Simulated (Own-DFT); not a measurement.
## Calculated data, SiGe₃ (layered order of Si and Ge on the diamond lattice, atoms displaced)

Computed with Own-DFT development build. A calculation, not a measurement: plane-wave density functional theory by an unreviewed code, no spin, of a simulated periodic cell, stress positive in tension, run twice, with PBE and with PBEsol, both on files made for PBE, so the change isn't that of files made for PBEsol, forces on such cells moved up to 12 meV/angstrom on a denser k mesh; the far tail of each file's local potential was reset to the Coulomb form; each entry is a single point on an unrelaxed cell, so the pressure reflects the starting lattice, mostly measured values (interpolated for alloys), from which strain is counted, and rises with the displacements; printed positions are rounded, which can move forces by about a meV/angstrom; the program, named Own-DFT, is a retired in-house code; no spin-orbit coupling; stress was not checked against mesh or cutoff.

SiGe₃ (layered order of Si and Ge on the diamond lattice, atoms displaced)

```
SiGe3
1.0
     11.2025     0.0000     0.0000
      0.0000    11.2025     0.0000
      0.0000     0.0000    11.2025
Ge Si Ge Si Ge Si Ge Si Ge Si Ge Si Ge Si Ge Si Ge
9 2 2 2 10 2 2 2 10 2 2 2 10 2 2 2 1
Direct
  0.00270 0.99961 0.00060
  0.99948 0.24919 0.25152
  0.25318 0.00343 0.25110
  0.25052 0.25116 0.00892
  0.12284 0.12538 0.12316
  0.12465 0.36952 0.37407
  0.37464 0.13244 0.37566
  0.37527 0.37122 0.12086
  0.00324 0.00096 0.49920
  0.99748 0.24845 0.74834
  0.24921 0.00049 0.74883
  0.25382 0.24942 0.49831
  0.12898 0.12624 0.62665
  0.12439 0.37492 0.87639
  0.37592 0.12566 0.87911
  0.37431 0.36932 0.62930
  0.00154 0.50160 0.99929
  0.99995 0.75040 0.25222
  0.25109 0.49853 0.25223
  0.25288 0.75048 0.00078
  0.12570 0.62570 0.12312
  0.12606 0.87391 0.37121
  0.37519 0.62516 0.37590
  0.37443 0.87812 0.12690
  0.99776 0.49792 0.49999
  0.00162 0.74760 0.74783
  0.25518 0.50186 0.75156
  0.24874 0.75043 0.49817
  0.12569 0.61898 0.62137
  0.12465 0.87324 0.87430
  0.37441 0.62486 0.87865
  0.37483 0.87839 0.62386
  0.49977 0.99739 0.99892
  0.50426 0.25170 0.24975
  0.74649 0.00011 0.24830
  0.74332 0.25147 0.00107
  0.62631 0.12676 0.12370
  0.62218 0.37373 0.37556
  0.87536 0.12994 0.37490
  0.87349 0.37017 0.12345
  0.50546 0.99935 0.50178
  0.50171 0.24752 0.74844
  0.75718 0.99604 0.75205
  0.74713 0.25143 0.50106
  0.62275 0.12166 0.62298
  0.62287 0.37335 0.87818
  0.87610 0.12287 0.87392
  0.87631 0.37047 0.62604
  0.49884 0.50723 0.99670
  0.49715 0.74904 0.25067
  0.75013 0.49218 0.25204
  0.74475 0.75032 0.99904
  0.62549 0.62386 0.12638
  0.62570 0.87777 0.37336
  0.87758 0.62673 0.37292
  0.87562 0.87504 0.12787
  0.49631 0.50072 0.49562
  0.49985 0.75163 0.74826
  0.75085 0.49777 0.74357
  0.74725 0.75126 0.50261
  0.62658 0.62437 0.62428
  0.62690 0.87221 0.87507
  0.87439 0.62762 0.87819
  0.87501 0.87454 0.63104
```

| Item | Value |
| --- | --- |
| functional | PBE, then PBEsol |
| potential files | PseudoDojo norm-conserving, scalar-relativistic, standard set |
| wave cutoff | 42 hartree |
| occupations | Fermi-Dirac |
| smearing width | 0.1 eV |
| k mesh | 3 x 3 x 3 centred on Gamma |
| PBE pressure | 3.4 GPa |
| PBE stress xx | -3.42 GPa |
| PBE stress yy | -3.42 GPa |
| PBE stress zz | -3.37 GPa |
| PBE stress yz | -0.05 GPa |
| PBE stress xz | -0.17 GPa |
| PBE stress xy | -0.06 GPa |
| PBEsol pressure | 0.69 GPa |
| PBEsol stress xx | -0.71 GPa |
| PBEsol stress yy | -0.7 GPa |
| PBEsol stress zz | -0.67 GPa |
| PBEsol stress yz | -0.05 GPa |
| PBEsol stress xz | -0.16 GPa |
| PBEsol stress xy | -0.05 GPa |
| rms change of force components from PBE to PBEsol | 0.041 eV/Å |

Force:
```csv
force element,PBE force x (eV/Å),PBE force y (eV/Å),PBE force z (eV/Å),PBEsol force x (eV/Å),PBEsol force y (eV/Å),PBEsol force z (eV/Å)
Ge,-0.382,-0.249,-0.708,-0.368,-0.234,-0.61
Ge,0.007,-0.054,-0.568,0.005,-0.055,-0.546
Ge,-0.437,0.154,-0.041,-0.427,0.145,-0.044
Ge,-0.497,-0.429,-1.869,-0.478,-0.413,-1.735
Ge,0.21,-0.174,0.656,0.21,-0.166,0.645
Ge,0.105,0.69,0.284,0.103,0.668,0.272
Ge,0.934,-1.01,-0.141,0.899,-0.974,-0.137
Ge,0.74,1.205,0.816,0.707,1.162,0.801
Ge,-0.35,-0.084,0.213,-0.336,-0.076,0.2
Si,0.586,-0.091,0.899,0.577,-0.084,0.798
Si,0.235,0.022,1.059,0.233,0.027,0.96
Ge,-0.72,0.311,0.597,-0.696,0.298,0.571
Ge,-0.317,-0.018,0.15,-0.308,-0.018,0.066
Si,0.271,-0.062,-0.646,0.266,-0.058,-0.559
Si,-0.294,-0.008,-0.827,-0.29,-0.01,-0.732
Ge,0.326,0.763,0.04,0.309,0.737,-0.044
Ge,-0.446,-0.267,-0.363,-0.428,-0.255,-0.28
Ge,0.259,-0.118,-0.647,0.252,-0.112,-0.624
Ge,-0.098,-0.115,-0.433,-0.094,-0.111,-0.419
Ge,-0.33,0.246,-0.477,-0.325,0.24,-0.386
Ge,0.102,-0.065,0.486,0.099,-0.064,0.476
Ge,0.104,0.42,0.304,0.1,0.403,0.298
Ge,-0.41,0.149,-0.198,-0.396,0.141,-0.193
Ge,0.16,-0.279,-0.093,0.158,-0.273,-0.085
Ge,0.12,-0.324,-0.332,0.123,-0.314,-0.326
Si,0.043,-0.186,0.78,0.039,-0.185,0.684
Si,-0.569,-0.397,0.493,-0.563,-0.397,0.403
Ge,0.095,-0.02,0.276,0.093,-0.023,0.253
Ge,0.215,0.409,0.863,0.203,0.398,0.764
Si,0.203,-0.018,-0.614,0.199,-0.016,-0.523
Si,0.084,0.617,-1.253,0.091,0.612,-1.141
Ge,-0.056,-0.314,0.459,-0.047,-0.304,0.371
Ge,0.316,0.229,-0.425,0.303,0.223,-0.335
Ge,-0.508,-0.202,-0.376,-0.494,-0.194,-0.361
Ge,0.737,0.441,0.162,0.712,0.427,0.157
Ge,0.918,-0.341,-1.001,0.895,-0.341,-0.885
Ge,-0.566,-0.59,0.088,-0.544,-0.568,0.096
Ge,0.169,0.277,0.312,0.165,0.266,0.294
Ge,-0.417,-0.793,0.216,-0.401,-0.762,0.205
Ge,0.393,0.466,-0.068,0.373,0.451,-0.048
Ge,-1.058,0.103,-0.754,-1.018,0.104,-0.73
Si,-0.028,-0.143,1.048,-0.027,-0.144,0.944
Si,-1.029,0.552,0.546,-1.008,0.528,0.453
Ge,0.089,-0.252,0.017,0.091,-0.245,0.006
Ge,0.981,0.198,1.285,0.948,0.185,1.167
Si,-0.081,0.609,-1.301,-0.076,0.603,-1.196
Si,-0.202,0.323,-0.036,-0.194,0.317,0.049
Ge,-0.246,0.366,0.197,-0.247,0.361,0.108
Ge,0.179,-1,0.038,0.183,-0.978,0.113
Ge,0.371,0.213,-0.083,0.359,0.207,-0.079
Ge,0.19,0.73,-0.205,0.18,0.705,-0.201
Ge,0.725,-0.048,0.014,0.704,-0.056,0.09
Ge,0.04,-0.104,0.318,0.03,-0.097,0.304
Ge,-0.188,-0.595,0.089,-0.184,-0.572,0.09
Ge,-0.756,-0.342,0.469,-0.727,-0.334,0.456
Ge,-0.27,-0.054,-0.436,-0.264,-0.05,-0.412
Ge,0.267,-0.363,0.994,0.263,-0.35,0.949
Si,-0.057,-0.263,0.652,-0.061,-0.26,0.561
Si,0.052,0.047,1.527,0.053,0.046,1.424
Ge,0.575,0.125,-0.389,0.554,0.12,-0.379
Ge,-0.626,-0.22,0.364,-0.605,-0.203,0.276
Si,-0.317,0.443,-0.812,-0.309,0.433,-0.715
Si,-0.086,-0.335,-1.072,-0.092,-0.329,-0.976
Ge,0.545,-0.177,-0.542,0.528,-0.178,-0.6
```
